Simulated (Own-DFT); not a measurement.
Simulation results for AlN (wurtzite, atoms displaced)

All values are calculated (Own-DFT development build). A calculation, not a measurement: plane-wave PBE density functional theory by an unreviewed code, no spin, of a simulated periodic cell, stress positive in tension, free energy of the whole cell less one offset for each atom, forces on such cells passed a denser k mesh, this cell's mesh not checked; offsets are fitted by least squares, one for each functional and potential file, so energies compare only between cells with the same atoms and settings and are not formation energies; the far tail of each file's local potential was reset to the Coulomb form; each entry is a single point on an unrelaxed cell, so the pressure reflects the starting lattice, mostly measured values (interpolated for alloys), from which strain is counted, and rises with the displacements; printed positions are rounded, which can move forces by about a meV/angstrom; the program, named Own-DFT, is a retired in-house code; no spin-orbit coupling.

AlN (wurtzite, atoms displaced)

```cif
# cell vector a (Å): 12.4480 0.0000 0.0000
# cell vector b (Å): -6.2240 10.7803 0.0000
# cell vector c (Å): 0.0000 0.0000 9.9640
data_AlN
_symmetry_space_group_name_H-M 'P 1'
_symmetry_Int_Tables_number 1
_cell_length_a 12.4480
_cell_length_b 12.4480
_cell_length_c 9.9640
_cell_angle_alpha 90.000
_cell_angle_beta 90.000
_cell_angle_gamma 120.000
_cell_volume 1337.10
loop_
_atom_site_label
_atom_site_type_symbol
_atom_site_fract_x
_atom_site_fract_y
_atom_site_fract_z
_atom_site_occupancy
Al1 Al 0.08312 0.16696 0.00321 1
Al2 Al 0.16927 0.08912 0.24340 1
N1 N 0.07257 0.17330 0.19305 1
N2 N 0.17488 0.10029 0.44143 1
Al3 Al 0.08206 0.15966 0.49344 1
Al4 Al 0.17178 0.07077 0.74969 1
N3 N 0.07736 0.16387 0.67473 1
N4 N 0.16182 0.07306 0.94702 1
Al5 Al 0.06995 0.40235 0.98432 1
Al6 Al 0.17562 0.35019 0.22598 1
N5 N 0.07506 0.42313 0.19224 1
N6 N 0.17874 0.32571 0.43200 1
Al7 Al 0.08486 0.40162 0.50858 1
Al8 Al 0.16539 0.32606 0.75879 1
N7 N 0.07490 0.41248 0.69330 1
N8 N 0.17156 0.34356 0.93000 1
Al9 Al 0.07957 0.66419 0.98913 1
Al10 Al 0.16755 0.56223 0.25424 1
N9 N 0.09234 0.67298 0.20052 1
N10 N 0.18028 0.59900 0.44368 1
Al11 Al 0.07893 0.65809 0.49715 1
Al12 Al 0.17441 0.59927 0.74427 1
N11 N 0.06844 0.65322 0.70279 1
N12 N 0.17340 0.57650 0.95343 1
Al13 Al 0.06909 0.91087 0.00350 1
Al14 Al 0.14831 0.81379 0.25308 1
N13 N 0.08600 0.91660 0.20986 1
N14 N 0.17305 0.83313 0.44233 1
Al15 Al 0.08794 0.91151 0.49494 1
Al16 Al 0.16701 0.81870 0.75965 1
N15 N 0.09390 0.91663 0.69090 1
N16 N 0.17020 0.83590 0.93074 1
Al17 Al 0.31653 0.14414 0.99240 1
Al18 Al 0.42256 0.09502 0.24348 1
N17 N 0.32905 0.16100 0.20044 1
N18 N 0.41197 0.09320 0.42206 1
Al19 Al 0.33300 0.16263 0.50171 1
Al20 Al 0.41553 0.09207 0.74994 1
N19 N 0.34599 0.17126 0.69227 1
N20 N 0.43900 0.09905 0.94485 1
Al21 Al 0.32997 0.41461 0.99859 1
Al22 Al 0.41077 0.33436 0.23050 1
N21 N 0.33073 0.41649 0.19482 1
N22 N 0.39533 0.32608 0.43525 1
Al23 Al 0.32409 0.40961 0.50031 1
Al24 Al 0.42528 0.33415 0.73655 1
N23 N 0.32565 0.41106 0.69369 1
N24 N 0.41388 0.32778 0.93763 1
Al25 Al 0.34538 0.66455 0.99838 1
Al26 Al 0.41943 0.57662 0.26197 1
N25 N 0.32578 0.65648 0.18671 1
N26 N 0.40227 0.56913 0.45182 1
Al27 Al 0.32396 0.65174 0.49810 1
Al28 Al 0.39716 0.57235 0.74292 1
N27 N 0.31927 0.67928 0.68443 1
N28 N 0.41062 0.58182 0.96849 1
Al29 Al 0.32763 0.92309 0.99117 1
Al30 Al 0.41099 0.82565 0.24891 1
N29 N 0.33620 0.91514 0.20793 1
N30 N 0.41426 0.82865 0.43548 1
Al31 Al 0.33910 0.91817 0.48458 1
Al32 Al 0.41076 0.83458 0.72858 1
N31 N 0.33227 0.92102 0.68010 1
N32 N 0.42682 0.84279 0.96894 1
Al33 Al 0.57233 0.16278 0.99577 1
Al34 Al 0.67179 0.05743 0.24923 1
N33 N 0.58584 0.17423 0.20593 1
N34 N 0.67656 0.10070 0.45214 1
Al35 Al 0.58515 0.16999 0.49255 1
Al36 Al 0.64204 0.08331 0.75163 1
N35 N 0.58972 0.16761 0.67671 1
N36 N 0.66688 0.08529 0.92818 1
Al37 Al 0.57076 0.40260 0.00389 1
Al38 Al 0.68290 0.33173 0.24599 1
N37 N 0.58510 0.42370 0.19898 1
N38 N 0.67357 0.33224 0.44244 1
Al39 Al 0.58557 0.42253 0.51042 1
Al40 Al 0.67436 0.33637 0.76657 1
N39 N 0.59286 0.42375 0.69462 1
N40 N 0.65692 0.31418 0.94518 1
Al41 Al 0.58541 0.66713 0.97719 1
Al42 Al 0.66395 0.58115 0.26105 1
N41 N 0.58066 0.64744 0.19287 1
N42 N 0.66412 0.58489 0.44378 1
Al43 Al 0.57040 0.67455 0.51976 1
Al44 Al 0.66212 0.58304 0.76963 1
N43 N 0.57812 0.66047 0.67887 1
N44 N 0.67598 0.59710 0.96024 1
Al45 Al 0.59215 0.92216 0.98154 1
Al46 Al 0.67550 0.83174 0.25392 1
N45 N 0.59670 0.91199 0.19945 1
N46 N 0.66364 0.83154 0.43698 1
Al47 Al 0.59509 0.94984 0.48835 1
Al48 Al 0.66482 0.84758 0.74245 1
N47 N 0.58831 0.90955 0.68274 1
N48 N 0.66817 0.82590 0.94784 1
Al49 Al 0.84598 0.17985 0.01220 1
Al50 Al 0.91807 0.07598 0.24682 1
N49 N 0.84281 0.15667 0.18784 1
N50 N 0.93849 0.08339 0.43072 1
Al51 Al 0.83138 0.16368 0.50974 1
Al52 Al 0.91067 0.06898 0.74464 1
N51 N 0.84170 0.16596 0.68908 1
N52 N 0.91697 0.09563 0.93739 1
Al53 Al 0.82744 0.41318 0.99273 1
Al54 Al 0.90884 0.32766 0.24218 1
N53 N 0.81808 0.41824 0.19824 1
N54 N 0.92181 0.32684 0.44438 1
Al55 Al 0.82446 0.41501 0.51493 1
Al56 Al 0.91557 0.32598 0.76791 1
N55 N 0.83485 0.41654 0.68941 1
N56 N 0.92847 0.33741 0.93970 1
Al57 Al 0.83698 0.68152 0.00996 1
Al58 Al 0.91617 0.58313 0.25894 1
N57 N 0.83963 0.66579 0.18582 1
N58 N 0.91950 0.58454 0.45170 1
Al59 Al 0.81813 0.65351 0.49923 1
Al60 Al 0.92358 0.58628 0.74208 1
N59 N 0.84990 0.66982 0.68136 1
N60 N 0.89875 0.57731 0.94684 1
Al61 Al 0.84011 0.91813 0.01893 1
Al62 Al 0.91275 0.82792 0.24850 1
N61 N 0.83936 0.94441 0.17972 1
N62 N 0.89818 0.83013 0.45224 1
Al63 Al 0.83532 0.92873 0.50914 1
Al64 Al 0.91054 0.82600 0.73546 1
N63 N 0.83083 0.92079 0.70020 1
N64 N 0.91485 0.83647 0.94288 1
```

* functional: PBE
* potential files: PseudoDojo norm-conserving, scalar-relativistic, standard set
* wave cutoff: 42 hartree
* occupations: Fermi-Dirac
* smearing width: 0.1 eV
* hardware: one NVIDIA H100
* k mesh: 2 x 2 x 2 centred on Gamma

## Withheld values
1. Estimate the stress zz of AlN (wurtzite, atoms displaced).
2. Give the table of force values for AlN (wurtzite, atoms displaced).

## Answers
1. -9.05 GPa
2. 
Force:
```csv
element,x (eV/Å),y (eV/Å),z (eV/Å)
Al,-1.031,0.127,-0.628
Al,-1.434,-0.205,2.587
N,4.117,1,-2.194
N,1.867,-4.487,-1.015
Al,1.994,3.608,1.024
Al,-2.11,2.528,-0.792
N,1.536,-0.568,3.629
N,-1.815,-0.013,-1.394
Al,6.739,6.651,3.423
Al,-3.009,-3.732,3.649
N,0.359,-5.542,-3.061
N,-5.106,0.409,-0.86
Al,-0.316,0.215,-1.171
Al,-1.545,-0.85,-4.439
N,1.849,1.193,1.067
N,0.499,-2.407,4.091
Al,1.078,-1.126,2.21
Al,-1.32,7.265,1.228
N,-0.872,-7.365,-3.014
N,-3.811,-4.627,-1.369
Al,1.106,1.982,0.59
Al,-2.524,-5.845,2.981
N,5.953,4.36,-2.293
N,-1.947,1.209,-2.496
Al,2.763,0.17,0.945
Al,2.455,7.285,2.222
N,-1.76,-0.213,-2.474
N,-1.472,-1.581,0.317
Al,-1.546,1.359,0.177
Al,-1.406,1.938,-4.784
N,-0.937,-2.317,-0.257
N,-1.634,-0.427,3.401
Al,2.776,4.096,2.342
Al,0.555,-2.719,0.247
N,-0.539,1.66,-4.11
N,2.973,-1.482,3.713
Al,-1.129,1.668,-1.245
Al,4.02,-2.103,-0.17
N,-3.057,-0.102,-0.393
N,-12.1,-7.274,-4.698
Al,0.976,0.309,0.262
Al,2.014,-0.843,3.221
N,1.294,0.858,-2.776
N,4.111,0.948,0.876
Al,1.676,-0.415,1.02
Al,-1.76,0.839,1.507
N,1.161,-0.072,-0.078
N,-1.063,-0.649,-0.159
Al,-6.297,3.495,2.528
Al,-0.653,1.541,-1.338
N,1.898,0.281,1.765
N,1.395,2.349,-0.231
Al,2.15,4.107,0.44
Al,0.792,1.797,0.926
N,5.071,-1.385,-0.71
N,5.746,-2.467,-5.218
Al,3.595,-0.741,3.111
Al,0.952,-0.347,-1.042
N,-1.962,1.165,-2.485
N,1.541,0.952,1.454
Al,-1.024,0.74,-0.616
Al,1.766,2.342,1.395
N,0.178,0.456,1.383
N,-1.834,-1.244,-3.001
Al,10.82,1.971,6.401
Al,-1.574,7.297,0.76
N,2.106,-2.49,-2.84
N,0.559,0.445,-3.41
Al,-2.331,0.873,-0.947
Al,6.424,-2.243,-0.098
N,-4.682,2.256,0.755
N,0.059,1.174,2.456
Al,1.361,2.103,1.604
Al,-9.654,-3.79,4.507
N,0.544,-2.862,-1.718
N,-2.17,1.169,-0.179
Al,-0.459,-1.466,-3.02
Al,-0.428,-0.403,-3.411
N,0.139,-0.558,1.466
N,0.208,4.663,-0.319
Al,-2.236,-1.16,4.173
Al,1.227,-0.206,-0.941
N,-1.744,3.585,-0.387
N,-1.544,-0.907,0.769
Al,0.966,-0.209,-8.655
Al,1.379,0.94,-1.743
N,-0.139,-0.102,9.387
N,0.237,-3.461,-3.202
Al,0.661,-0.411,2.425
Al,-0.295,-1.998,-0.794
N,-2.336,-3.659,-2.302
N,-0.112,1.892,1.836
Al,0.248,-8.585,1.443
Al,5.819,-4.391,3.328
N,-7.603,3.979,-1.826
N,-0.299,3.251,-2.008
Al,-1.073,-2.981,-2.689
Al,0.978,6.995,4.399
N,-3.854,2.065,1.195
N,-6.465,-2.612,-0.051
Al,2.623,2.299,-0.855
Al,0.167,6.665,2.337
N,-1.72,-0.653,1.51
N,2.021,-1.676,0.039
Al,-0.089,0.623,1.79
Al,0.479,0.243,2.861
N,9.689,4.698,-4.518
N,-1.481,0.798,-1.095
Al,2.901,-0.342,-2.869
Al,-0.154,-0.267,-5.924
N,0.063,-0.531,4.107
N,-8.096,-2.787,1.479
Al,0.901,-2.659,-1.435
Al,1.187,0.095,-0.668
N,-1.153,0.654,2.942
N,-1.635,-1.247,-1.27
Al,1.711,2.821,0.445
Al,-5.64,-3.873,2.87
N,-3.065,-1.158,1.412
N,2.035,1.256,-1.358
Al,-1.892,0.634,-7.286
Al,-0.153,1.259,2.255
N,0.639,-10.14,2.724
N,2.669,-0.46,-1.425
Al,0.073,-1.513,-1.4
Al,0.938,2.039,0.731
N,0.614,-4.778,-1.999
N,-0.317,0.082,-0.984
```

Further results for AlN (wurtzite, atoms displaced):

- free energy of cell above offsets: -20.111 eV
- pressure: 12.49 GPa
- stress xx: -14.84 GPa
- stress yy: -13.58 GPa
- stress yz: -1.9 GPa
- stress xz: -1.61 GPa
- stress xy: -2.86 GPa
- wall time: 413.2 s
